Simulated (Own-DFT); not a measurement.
# Response to strain: diamond-structure SiGeSn with randomly placed atoms, 64 atoms (Ge52Si8Sn4)

All numbers below are calculated, not measured. They come from Own-DFT, an in-house plane-wave density functional program, since retired, whose code no person has reviewed. Each row is one single-point run on a periodic cell that was not relaxed, without spin or spin-orbit coupling.

Settings of every run: PBE; PseudoDojo norm-conserving scalar-relativistic files; cutoff 49 hartree; 3 x 3 x 3 k mesh centred on Gamma; Fermi-Dirac smearing of 0.1 eV.

Known limits: forces on such cells moved up to 12 meV/angstrom on a denser k mesh; stress not checked against mesh or cutoff.

Unstrained cell vectors in Å: (11.363, 0.000, 0.000); (0.000, 11.363, 0.000); (0.000, 0.000, 11.363). The unstrained cell has measured lattice constants (interpolated for alloys), not those of this functional. That, the random moves and any unrelaxed bonds set the pressure at no strain. Each run strains this cell uniformly, with the atoms carried along. Every atom was also moved at random, by a Gaussian of width 0.05 Å on each axis. The random placing of the alloy's atoms differs from row to row. Strain is the symmetric tensor, in per cent. Stress is positive in tension, and the pressure is minus a third of its trace.

```
run  e_xx (%)  e_yy (%)  e_zz (%)  s_xx (GPa)  s_yy (GPa)  s_zz (GPa)  P (GPa)  E (meV/atom)
  1     -1.00     -1.00      0.00       -6.52       -6.58       -5.68     6.26          46.6
  2      2.25      2.25      0.00       -0.98       -0.85       -2.40     1.41          11.4
  3      1.75      1.75      0.00       -1.79       -1.70       -2.77     2.09          14.3
  4      2.50      2.50      0.00       -0.44       -0.63       -1.94     1.00           0.0
  5      0.75      0.75      0.00       -3.51       -3.43       -3.79     3.58          27.1
  6     -0.75     -0.75      0.00       -5.85       -5.99       -5.28     5.71          31.2
  7     -3.00     -3.00      0.00      -10.63      -10.58       -8.52     9.91          81.1
  8      1.50      1.50      0.00       -1.98       -1.94       -2.90     2.27           2.9
  9      2.00      2.00      0.00           ?           ?           ?        ?             ?
```

E is the free energy for each atom above the lowest run shown.

## Worked fit

The change of volume is close to e_xx + e_yy + e_zz. A straight line through the runs shown gives P = 4.85 - 80 x (fractional change of volume) GPa, with an error of 2 on the slope and a scatter of 0.25 GPa. The strain isn't the same on all axes, but the crystal is cubic, so the slope still estimates the bulk modulus, averaged over pressures from 1.0 to 9.9 GPa.

## Withheld run

Question: what pressure should run 9 give? Its volume changes by 4.04 %.

The line gives 1.6 GPa. The calculation gave 1.60 GPa.
